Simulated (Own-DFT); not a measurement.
# Misfit strain and the stress it brings: wurtzite AlGaN with randomly placed atoms, 72 atoms (Al9Ga27N36)

No measurement is shown. These are fixed-geometry runs of a retired plane-wave code named Own-DFT, which no person has reviewed; spin and spin-orbit coupling are neglected.

Common settings: PBEsol; PseudoDojo norm-conserving scalar-relativistic files, made for PBE; cutoff 42 hartree; 4 x 4 x 3 k mesh centred on Gamma; Fermi-Dirac smearing of 0.1 eV.

Keep in mind: forces on such cells passed a denser k mesh, each cell not checked; stress not checked against mesh or cutoff.

Unstrained cell vectors in Å: (9.509, 0.000, 0.000); (-4.755, 8.235, 0.000); (0.000, 0.000, 10.268). The unstrained cell has measured lattice constants (interpolated for alloys), not those of this functional. That, the random moves and any unrelaxed bonds set the pressure at no strain. Each run strains x and y alike by e, as a substrate would, and holds the height along z. All atoms carry random offsets, Gaussian with a width of 0.05 Å per axis. The random placing of the alloy's atoms differs from row to row. Stress is positive in tension.

| e (%) | u (Å) | (s_xx + s_yy)/2 (GPa) | s_zz (GPa) |
|---|---|---|---|
| -3.00 | 0.049 | -21.90 | -6.57 |
| -2.25 | 0.052 | -15.51 | -7.30 |
| -1.75 | 0.049 | ? | ? |
| -0.75 | 0.049 | -6.46 | -2.91 |
| -0.25 | 0.050 | -3.90 | -2.87 |
| 0.25 | 0.053 | -1.16 | -3.58 |
| 1.00 | 0.049 | 3.23 | -2.62 |
| 1.50 | 0.048 | 5.10 | -0.56 |
| 1.75 | 0.048 | 6.07 | 0.01 |
| 2.00 | 0.049 | 7.32 | 0.07 |

## Fit

With e as a fraction, the in-plane stress is -2.2 + 541 e - 3409 e² GPa (errors 9 and 537, scatter 0.38), and s_zz is -3.0 + 142 e GPa (slope ± 18, scatter 0.90). At e = 0 the first slope is C11 + C12 and the second 2 C13, both with the ions held to the strained lattice and at the cell's own pressure. The term in e² is negative: the layer stiffens under compression and softens under tension. A free layer would change its height as e changes, and the in-plane slope would drop by 2 C13²/C33 to the biaxial modulus. At fixed height, a misfit of 1 % moves the in-plane stress by about 5.4 GPa and s_zz by 1.4 GPa.

## Prediction

Asked: what are the two stresses at e = -1.75 %?

The fit gives -12.7 and -5.4 GPa. Computed: -12.69 and -5.30 GPa.
